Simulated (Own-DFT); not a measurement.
# Point defects and the pressure they add: grey tin

No measurement is shown. These are fixed-geometry runs of a retired plane-wave code named Own-DFT, which no person has reviewed; spin and spin-orbit coupling are neglected.

Method: PBE; PseudoDojo norm-conserving scalar-relativistic files; cutoff 42 hartree; 3 x 3 x 3 k mesh centred on Gamma; cold (Marzari-Vanderbilt) smearing of 0.2 eV.

Caveats (not all hold for every row): not probed for a lower state with spin; forces on such cells moved up to 12 meV/angstrom on a denser k mesh; stress not checked against mesh or cutoff.

All runs share one cell, with vectors in Å (12.978, 0.000, 0.000); (0.000, 12.978, 0.000); (0.000, 0.000, 12.978) and a volume of 2185.9 Å³. Atoms were moved at random from their sites; u is the rms move along one axis. The defect's site can differ from row to row.

```
cell,formula,u (Å),P (GPa)
no defect,Sn64,0.0199,3.38
no defect,Sn64,0.0209,3.38
no defect,Sn64,0.0503,3.62
one Sn vacancy,Sn63,0.0294,3.23
one Sn vacancy,Sn63,0.0307,3.27
one Sn vacancy,Sn63,0.0468,3.39
two Sn vacancies,Sn62,0.0273,3.09
two Sn vacancies,Sn62,0.0298,?
two Sn vacancies,Sn62,0.0489,3.36
two Sn vacancies,Sn62,0.0508,3.27
```

## What the rows give

P = P0 + c u² + a shift for each defect gives P0 = 3.33 GPa, c = 117 ± 15 GPa/Å² and a scatter of 0.04 GPa. The shifts, and each times the cell's volume:

- one Sn vacancy: -0.19 ± 0.03 GPa, -2.5 eV
- two Sn vacancies: -0.31 ± 0.03 GPa, -4.3 eV (-2.1 eV for each of its 2 sites)

Against the defect-free cell, a freed cell would be larger where the shift is positive and smaller where it is negative (160.2 GPa Å³ is 1 eV). The atoms around the defects weren't relaxed, which would change these numbers.

## Check

Question: what pressure belongs in the blank (two Sn vacancies, u = 0.0298 Å)?

Estimate: 3.12 ± 0.05 GPa. The calculation gave 3.12 GPa.
